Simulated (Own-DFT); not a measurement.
# Response to strain: wurtzite AlGaN with randomly placed atoms, 128 atoms (Al48Ga16N64)

Calculated results; nothing here was measured. They come from Own-DFT, an in-house plane-wave density functional program, since retired, whose code no person has reviewed. Each row is one single-point run on a periodic cell that was not relaxed, without spin or spin-orbit coupling.

Settings of every run: PBE; PseudoDojo norm-conserving scalar-relativistic files (stringent for Ga); cutoff 96 hartree; 3 x 3 x 3 k mesh centred on Gamma; Gaussian smearing of 0.01 eV.

Known limits: k mesh not checked against a denser one; stress not checked against mesh or cutoff.

Unstrained cell vectors in Å: (12.525, 0.000, 0.000); (-6.263, 10.847, 0.000); (0.000, 0.000, 10.066). The unstrained cell has measured lattice constants (interpolated for alloys), not those of this functional. That, the random moves and any unrelaxed bonds set the pressure at no strain. Each run strains this cell uniformly, with the atoms carried along. Every atom was also moved at random, by a Gaussian of width 0.05 Å on each axis. The random placing of the alloy's atoms differs from row to row. Strain is the symmetric tensor, in per cent. Stress is positive in tension, and the pressure is minus a third of its trace.

```
run  e_xx (%)  e_yy (%)  e_zz (%)  s_xx (GPa)  s_yy (GPa)  s_zz (GPa)  P (GPa)  E (meV/atom)
  1     -1.50     -1.50      0.00      -15.88      -13.79       -9.76    13.14          25.6
  2      1.50      1.50      0.00        1.37        2.05       -4.03     0.20           0.1
  3      0.25      0.25      0.00       -4.11       -5.46       -6.75     5.44          12.1
  4      3.00      3.00      0.00        8.84        8.13       -2.34    -4.88          10.0
  5      1.75      1.75      0.00        1.59        2.46       -4.17     0.04          23.1
  6     -2.25     -2.25      0.00      -20.81      -20.28      -10.25    17.12          45.6
  7     -1.75     -1.75      0.00      -17.94      -15.68      -10.45    14.69          39.4
  8      0.75      0.75      0.00       -1.95       -2.48       -4.81     3.08           0.0
  9      1.25      1.25      0.00           ?           ?           ?        ?             ?
```

E is the free energy for each atom above the lowest run shown.

## Worked fit

The change of volume is close to e_xx + e_yy + e_zz. A straight line through the runs shown gives P = 7.09 - 210 x (fractional change of volume) GPa, with an error of 7 on the slope and a scatter of 0.68 GPa. The strain isn't the same on all axes and the cell isn't cubic, so the slope belongs to this path and is not the bulk modulus.

## Withheld run

Question: what pressure should run 9 give? Its volume changes by 2.52 %.

The line gives 1.8 GPa. The calculation gave 0.98 GPa.
